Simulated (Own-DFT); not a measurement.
# One host, several defects: C40 NbSi2

Source: density functional calculations with Own-DFT, an unreviewed in-house program that is no longer used. Nothing was measured or relaxed, and spin and spin-orbit coupling are left out.

Method: PBE; PseudoDojo norm-conserving scalar-relativistic files; cutoff 42 hartree; 4 x 4 x 5 k mesh centred on Gamma; cold (Marzari-Vanderbilt) smearing of 0.2 eV.

Keep in mind: forces on such cells failed a check on a denser k mesh; stress not checked against mesh or cutoff.

All runs share one cell, with vectors in Å (0.000, 8.324, 0.000); (-9.613, 0.000, 0.000); (0.000, 0.000, 6.586) and a volume of 527.0 Å³. Atoms were moved at random from their sites; u is the rms move along one axis. The defect's site can differ from row to row.

```
cell,formula,u (Å),P (GPa)
no defect,Nb12Si24,0.0205,1.51
no defect,Nb12Si24,0.0215,1.57
no defect,Nb12Si24,0.0543,2.96
one Si vacancy,Nb12Si23,0.0300,1.26
one Si vacancy,Nb12Si23,0.0495,1.95
one Si vacancy,Nb12Si23,0.0516,2.02
two Nb vacancies,Nb10Si24,0.0290,?
two Nb vacancies,Nb10Si24,0.0301,-0.10
two Nb vacancies,Nb10Si24,0.0502,0.84
two Nb vacancies,Nb10Si24,0.0506,0.08
two Nb on a Si site each,Nb14Si22,0.0281,7.33
two Nb on a Si site each,Nb14Si22,0.0307,7.72
two Nb on a Si site each,Nb14Si22,0.0412,7.64
two Si on a Nb site each,Nb10Si26,0.0274,1.52
two Si on a Nb site each,Nb10Si26,0.0445,2.22
two Si on a Nb site each,Nb10Si26,0.0481,2.48
```

## What the rows give

P = P0 + c u² + a shift for each defect gives P0 = 1.39 GPa, c = 488 ± 76 GPa/Å² and a scatter of 0.24 GPa. The shifts, and each times the cell's volume:

- two Nb on a Si site each: 5.61 ± 0.19 GPa, 18.5 eV (9.2 eV for each of its 2 sites)
- two Si on a Nb site each: -0.14 ± 0.19 GPa, -0.5 eV (-0.2 eV for each of its 2 sites) (not resolved)
- one Si vacancy: -0.63 ± 0.20 GPa, -2.1 eV
- two Nb vacancies: -2.10 ± 0.20 GPa, -6.9 eV (-3.4 eV for each of its 2 sites)

Against the defect-free cell, a freed cell would be larger where the shift is positive and smaller where it is negative (160.2 GPa Å³ is 1 eV). The atoms around the defects weren't relaxed, which would change these numbers.

## Prediction

Question: what pressure belongs in the blank (two Nb vacancies, u = 0.0290 Å)?

From the fit: -0.29 ± 0.29 GPa. Computed: -0.27 GPa.
